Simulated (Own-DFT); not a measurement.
# What it costs to cut wurtzite AlN, m plane (10-10)

Everything here is calculated. The program is Own-DFT (plane waves, in-house, since retired, never reviewed by a person); positions were held fixed, and spin and spin-orbit coupling were off.

Keep in mind (not all hold for every row): some atoms lie very close together; k mesh not checked against a denser one.

Both sets of runs: PBE; PseudoDojo norm-conserving scalar-relativistic files; cutoff 42 hartree; Gaussian smearing of 0.01 eV. The slab has 128 atoms in 16 layers, two equal faces of 62.02 Å² as cut, 15 Å of vacuum, a dipole correction along the normal and a 6 x 3 x 1 mesh. The bulk cell has 128 atoms, the same measured lattice constants and a 3 x 3 x 3 mesh. In the slab only the 32 atoms nearest the faces were moved at random; u is their rms move along one axis. Energies are counted from -174.06 eV for each atom.

```
slab run,u (Å),E (eV, cell)
1,0.0415,21.053
2,0.0439,20.820
3,0.0456,21.553
4,0.0512,21.804
5,0.0871,25.045
6,0.0932,26.680
7,0.0974,27.294
8,0.0993,26.504
9,0.1012,27.972
10,0.1022,28.702
11,0.1050,28.970
12,0.1139,31.473
```

| bulk run | u (Å) | E (meV/atom) |
|---|---|---|
| 1 | 0.0185 | -3.62 |
| 2 | 0.0194 | -3.70 |
| 3 | 0.0200 | -1.75 |
| 4 | 0.0202 | -1.06 |
| 5 | 0.0950 | 262.02 |
| 6 | 0.0951 | 273.94 |
| 7 | 0.0964 | 296.02 |
| 8 | 0.0973 | 292.96 |
| 9 | 0.1031 | 347.08 |
| 10 | 0.1046 | 335.78 |

Question: what is the energy of the unrelaxed surface?

## Solution

Take each set to u = 0 with E = a + b u². Rows are weighted down as u grows, with residuals divided by u² + 0.0006 Å². Slab: a = 19.57 ± 0.15 eV. Bulk: a = -14.9 ± 0.5 meV/atom. The excess is 19.57 - 128 x (-0.0149) = 21.48 ± 0.16 eV. Over two faces that is 173 meV/Å², or 2.77 ± 0.02 J/m². Relaxing the faces would lower the energy, and the unlike meshes and the reach from the smallest u down to zero add errors that aren't counted here.
